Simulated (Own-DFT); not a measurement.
# Computed records: W₃₂C₃₁ (WC crystal with one vacancy, atoms displaced)

A calculation, not a measurement: plane-wave density functional theory by an unreviewed code, no spin, of a simulated periodic cell, stress positive in tension, run twice, with PBE and with PBEsol, both on files made for PBE, so the change isn't that of files made for PBEsol, forces on such cells moved up to 12 meV/angstrom on a denser k mesh; the far tail of each file's local potential was reset to the Coulomb form; each entry is a single point on an unrelaxed cell, so the pressure reflects the starting lattice, taken from the Materials Project, from which strain is counted, and rises with the displacements; printed positions are rounded, which can move forces by about a meV/angstrom; the program, named Own-DFT, is a retired in-house code; no spin-orbit coupling; stress was not checked against mesh or cutoff. Program: Own-DFT development build.

## W₃₂C₃₁ (WC crystal with one vacancy, atoms displaced)

```cif
# cell vector a (Å): 5.8332 -5.0517 -2.8394
# cell vector b (Å): 0.0000 -5.0517 8.5183
# cell vector c (Å): -5.8332 -5.0517 -2.8394
data_W32C31
_symmetry_space_group_name_H-M 'P 1'
_symmetry_Int_Tables_number 1
_cell_length_a 8.2224
_cell_length_b 9.9036
_cell_length_c 8.2224
_cell_angle_alpha 89.062
_cell_angle_beta 90.377
_cell_angle_gamma 89.062
_cell_volume 669.37
loop_
_atom_site_label
_atom_site_type_symbol
_atom_site_fract_x
_atom_site_fract_y
_atom_site_fract_z
_atom_site_occupancy
W1 W 0.68582 0.87598 0.93232 1
C1 C 0.69225 0.96284 0.69011 1
W2 W 0.37243 0.75040 0.87642 1
C2 C 0.37848 0.83090 0.62193 1
W3 W 0.18042 0.37439 0.93311 1
C3 C 0.18816 0.46069 0.68381 1
W4 W 0.06208 0.62235 0.81091 1
C4 C 0.05932 0.70864 0.55694 1
W5 W 0.93504 0.87542 0.68910 1
C5 C 0.93610 0.96006 0.44289 1
W6 W 0.87051 0.25221 0.88090 1
C6 C 0.87528 0.33964 0.62028 1
W7 W 0.75489 0.49536 0.75165 1
C7 C 0.75124 0.58089 0.49860 1
W8 W 0.62271 0.75271 0.62634 1
C8 C 0.62626 0.83228 0.37648 1
W9 W 0.56495 0.12371 0.80516 1
C9 C 0.56095 0.21025 0.56266 1
W10 W 0.43746 0.37323 0.68717 1
C10 C 0.43834 0.45588 0.43805 1
W11 W 0.30961 0.62746 0.55255 1
C11 C 0.31316 0.70810 0.31611 1
W12 W 0.18199 0.87901 0.43343 1
C12 C 0.18865 0.95475 0.19076 1
W13 W 0.24385 0.00086 0.74858 1
C13 C 0.24793 0.08482 0.49121 1
W14 W 0.12640 0.24903 0.62210 1
C14 C 0.12484 0.33475 0.37676 1
W15 W 0.00367 0.49677 0.49832 1
C15 C 0.00013 0.58059 0.24658 1
W16 W 0.86773 0.74709 0.37275 1
C16 C 0.87302 0.82832 0.11935 1
W17 W 0.80785 0.12902 0.56245 1
C17 C 0.81585 0.20488 0.31181 1
W18 W 0.68379 0.37844 0.43855 1
C18 C 0.69032 0.45663 0.18832 1
W19 W 0.56616 0.62590 0.31286 1
C19 C 0.56186 0.70825 0.06659 1
W20 W 0.43480 0.87147 0.18495 1
C20 C 0.44246 0.95560 0.93641 1
W21 W 0.50176 0.00217 0.50512 1
C21 C 0.49976 0.09002 0.25354 1
W22 W 0.37538 0.25196 0.37260 1
C22 C 0.37967 0.33464 0.12679 1
W23 W 0.24838 0.49606 0.25238 1
W24 W 0.12063 0.74680 0.12548 1
C23 C 0.12838 0.83243 0.87668 1
W25 W 0.05474 0.12515 0.30774 1
C24 C 0.05703 0.21023 0.06043 1
W26 W 0.94086 0.36589 0.18281 1
C25 C 0.94004 0.45561 0.93544 1
W27 W 0.81398 0.62495 0.05325 1
C26 C 0.81282 0.70758 0.81438 1
W28 W 0.74299 0.99816 0.25413 1
C27 C 0.75539 0.08400 0.99385 1
W29 W 0.62212 0.25074 0.13130 1
C28 C 0.61851 0.33065 0.88137 1
W30 W 0.50088 0.50043 0.00362 1
C29 C 0.50517 0.58111 0.75110 1
W31 W 0.31461 0.11902 0.06048 1
C30 C 0.31205 0.20939 0.80740 1
W32 W 0.99807 0.99722 0.00383 1
C31 C 0.00073 0.08528 0.75008 1
```

```
functional                                        : PBE, then PBEsol
potential files                                   : PseudoDojo norm-conserving, scalar-relativistic, standard set
wave cutoff                                       : 50 hartree
occupations                                       : cold (Marzari-Vanderbilt)
smearing width                                    : 0.2 eV
k mesh                                            : 4 x 4 x 4 centred on Gamma
PBE pressure                                      : 3.39 GPa
PBE stress xx                                     : -3.26 GPa
PBE stress yy                                     : -1.84 GPa
PBE stress zz                                     : -5.08 GPa
PBE stress yz                                     : 0.02 GPa
PBE stress xz                                     : -0.01 GPa
PBE stress xy                                     : 0.21 GPa
PBEsol pressure                                   : -4.55 GPa
PBEsol stress xx                                  : 4.57 GPa
PBEsol stress yy                                  : 5.94 GPa
PBEsol stress zz                                  : 3.16 GPa
PBEsol stress yz                                  : 0.02 GPa
PBEsol stress xz                                  : -0.01 GPa
PBEsol stress xy                                  : 0.2 GPa
rms change of force components from PBE to PBEsol : 0.02 eV/Å
```

Force:
| force element | PBE force x (eV/Å) | PBE force y (eV/Å) | PBE force z (eV/Å) | PBEsol force x (eV/Å) | PBEsol force y (eV/Å) | PBEsol force z (eV/Å) |
| --- | --- | --- | --- | --- | --- | --- |
| W | -0.524 | -1.014 | -0.884 | -0.503 | -0.999 | -0.873 |
| C | 0.099 | 1.014 | -0.217 | 0.093 | 1.001 | -0.212 |
| W | 0.962 | 0.281 | 0.116 | 0.999 | 0.236 | 0.178 |
| C | -0.889 | 0.011 | 0.683 | -0.878 | 0.006 | 0.67 |
| W | 1.124 | -1.33 | -1.949 | 1.099 | -1.247 | -1.97 |
| C | -0.143 | -0.118 | -0.566 | -0.144 | -0.104 | -0.562 |
| W | 0.585 | -0.332 | 1.596 | 0.564 | -0.265 | 1.628 |
| C | -0.372 | -0.169 | -0.266 | -0.371 | -0.164 | -0.268 |
| W | 0.837 | -0.414 | -0.278 | 0.823 | -0.411 | -0.269 |
| C | 0.084 | 0.924 | 0.272 | 0.082 | 0.913 | 0.273 |
| W | 1.821 | 1.431 | -0.463 | 1.802 | 1.399 | -0.457 |
| C | -0.411 | 0.304 | -1.431 | -0.406 | 0.3 | -1.41 |
| W | -0.787 | 0.542 | 2.132 | -0.779 | 0.526 | 2.106 |
| C | -0.365 | -0.463 | 0.251 | -0.357 | -0.452 | 0.252 |
| W | 0.536 | 0.357 | -1.338 | 0.533 | 0.352 | -1.312 |
| C | -0.477 | 0.224 | 0.487 | -0.468 | 0.22 | 0.479 |
| W | -2.175 | -1.137 | -0.018 | -2.14 | -1.123 | -0.021 |
| C | 0.17 | 0.071 | 0.065 | 0.168 | 0.07 | 0.062 |
| W | -0.496 | -0.706 | 0.894 | -0.48 | -0.688 | 0.872 |
| C | -0.236 | -0.089 | 0.899 | -0.233 | -0.08 | 0.889 |
| W | -1.256 | -1.782 | -1.851 | -1.237 | -1.749 | -1.829 |
| C | 0.608 | 1.069 | 0.58 | 0.596 | 1.052 | 0.573 |
| W | -0.068 | -0.648 | -1.562 | -0.064 | -0.636 | -1.547 |
| C | 0.083 | 0.644 | 0.734 | 0.08 | 0.641 | 0.723 |
| W | 0.926 | -0.465 | -0.828 | 0.913 | -0.461 | -0.816 |
| C | -0.585 | -0.496 | -0.474 | -0.582 | -0.49 | -0.468 |
| W | -0.705 | 0.173 | 0.443 | -0.697 | 0.163 | 0.445 |
| C | 0.335 | 0.521 | -0.389 | 0.334 | 0.508 | -0.379 |
| W | -0.563 | 0.321 | 1.726 | -0.558 | 0.313 | 1.704 |
| C | 0.14 | 0.181 | -0.105 | 0.138 | 0.172 | -0.103 |
| W | 1.019 | -1.275 | -0.318 | 1.004 | -1.256 | -0.312 |
| C | -0.545 | -0.649 | 0.252 | -0.53 | -0.64 | 0.242 |
| W | 1.059 | -0.77 | -0.919 | 1.04 | -0.748 | -0.915 |
| C | -0.994 | 0.364 | 0.825 | -0.98 | 0.364 | 0.813 |
| W | 1.188 | 0.003 | -1.264 | 1.168 | 0.008 | -1.254 |
| C | 0.205 | 0.179 | 0.477 | 0.197 | 0.19 | 0.474 |
| W | -0.588 | 1.005 | -0.156 | -0.584 | 0.987 | -0.159 |
| C | 0.505 | 0.715 | 0.157 | 0.498 | 0.707 | 0.155 |
| W | -0.211 | -1.197 | 0.201 | -0.205 | -1.18 | 0.203 |
| C | -0.369 | 0.582 | 0.669 | -0.367 | 0.583 | 0.657 |
| W | 0.275 | 1.794 | 0.382 | 0.279 | 1.763 | 0.376 |
| C | 0.161 | 0.993 | -1.106 | 0.161 | 0.974 | -1.086 |
| W | -0.686 | 0.426 | -0.564 | -0.673 | 0.411 | -0.556 |
| C | -0.468 | 1.131 | 0.637 | -0.463 | 1.106 | 0.632 |
| W | 0.746 | -0.148 | 0.416 | 0.675 | -0.177 | 0.348 |
| W | 0.559 | -0.582 | 0.559 | 0.505 | -0.597 | 0.621 |
| C | -0.391 | 0.654 | -0.064 | -0.388 | 0.645 | -0.071 |
| W | 0.626 | -1.413 | -1.711 | 0.617 | -1.398 | -1.691 |
| C | 1.007 | 0.139 | -1.254 | 0.988 | 0.142 | -1.23 |
| W | -1.564 | -1.687 | 2.867 | -1.538 | -1.66 | 2.822 |
| C | -0.348 | -0.224 | 0.389 | -0.34 | -0.213 | 0.381 |
| W | -1.661 | -0.865 | -1.351 | -1.643 | -0.86 | -1.328 |
| C | 0.683 | 0.639 | 0.229 | 0.679 | 0.627 | 0.221 |
| W | 1.615 | -0.174 | 0.186 | 1.592 | -0.184 | 0.183 |
| C | -1.523 | 0.181 | -0.335 | -1.497 | 0.181 | -0.332 |
| W | 1.447 | 0.683 | -0.172 | 1.428 | 0.67 | -0.162 |
| C | 0.894 | -0.342 | 0.388 | 0.884 | -0.345 | 0.386 |
| W | 0.341 | 0.524 | -0.376 | 0.391 | 0.483 | -0.438 |
| C | -0.681 | 0.294 | 0.607 | -0.669 | 0.283 | 0.598 |
| W | -0.441 | -0.552 | 1.852 | -0.439 | -0.543 | 1.826 |
| C | -0.611 | 0.072 | -0.452 | -0.606 | 0.078 | -0.442 |
| W | 0.954 | 0.305 | 0.707 | 0.946 | 0.307 | 0.706 |
| C | -0.461 | 0.287 | -0.017 | -0.453 | 0.287 | -0.026 |
